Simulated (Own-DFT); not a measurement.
# Which arrangement is lower? As32Ga32, 64 atoms

Calculated results; nothing here was measured. The program, named Own-DFT, is a retired in-house plane-wave density functional code that no person has reviewed. Each row is one single-point run on a periodic cell that was not relaxed, without spin or spin-orbit coupling.

Settings of every run: PBE; PseudoDojo norm-conserving scalar-relativistic files; cutoff 42 hartree; 3 x 3 x 3 k mesh centred on Gamma; Fermi-Dirac smearing of 0.1 eV.

Known limits, some of them of some rows only: not probed for a lower state with spin; forces on such cells failed a check on a denser k mesh; forces not confirmed at this smearing and k mesh; stress not checked against mesh or cutoff.

All cells hold the same atoms in the same cell, with vectors in Å (11.307, 0.000, 0.000); (0.000, 11.307, 0.000); (0.000, 0.000, 11.307). Every atom was moved at random from its ideal site; u is the rms move along one axis. The defect's site can differ from row to row. E is the free energy of the cell above the lowest run. The arrangements:

- A: zincblende GaAs
- B: zincblende GaAs, with one As on a Ga site and one Ga on an As site, 2.4 Å apart

| arrangement | u (Å) | E (eV) | P (GPa) |
|---|---|---|---|
| A | 0.0185 | 0.000 | 3.51 |
| A | 0.0214 | 0.088 | 3.53 |
| A | 0.0216 | 0.087 | 3.52 |
| A | 0.0482 | 1.904 | 3.90 |
| A | 0.0507 | 2.047 | 3.95 |
| A | 0.0531 | 2.193 | 3.95 |
| B | 0.0304 | 3.303 | 3.95 |
| B | 0.0311 | 3.288 | 3.95 |
| B | 0.0323 | 3.255 | 3.95 |
| B | 0.0476 | 4.229 | 4.18 |
| B | 0.0498 | 4.338 | 4.18 |
| B | 0.0559 | 5.188 | 4.35 |

Question: once the cost of the random moves is taken out, how do the arrangements rank?

## Worked answer

Fit E = a + b u², with one b for all and one a for each arrangement, and with residuals divided by u², since the noise grows with the moves. Then b = 874 eV/Å², the scatter at u = 0.04 Å is 0.10 eV, and against A:

- B: 2.72 ± 0.05 eV (higher)

These are energies of unrelaxed cells. Relaxing the atoms lowers the strained arrangements most, so the gaps would shrink and small ones could change sign.
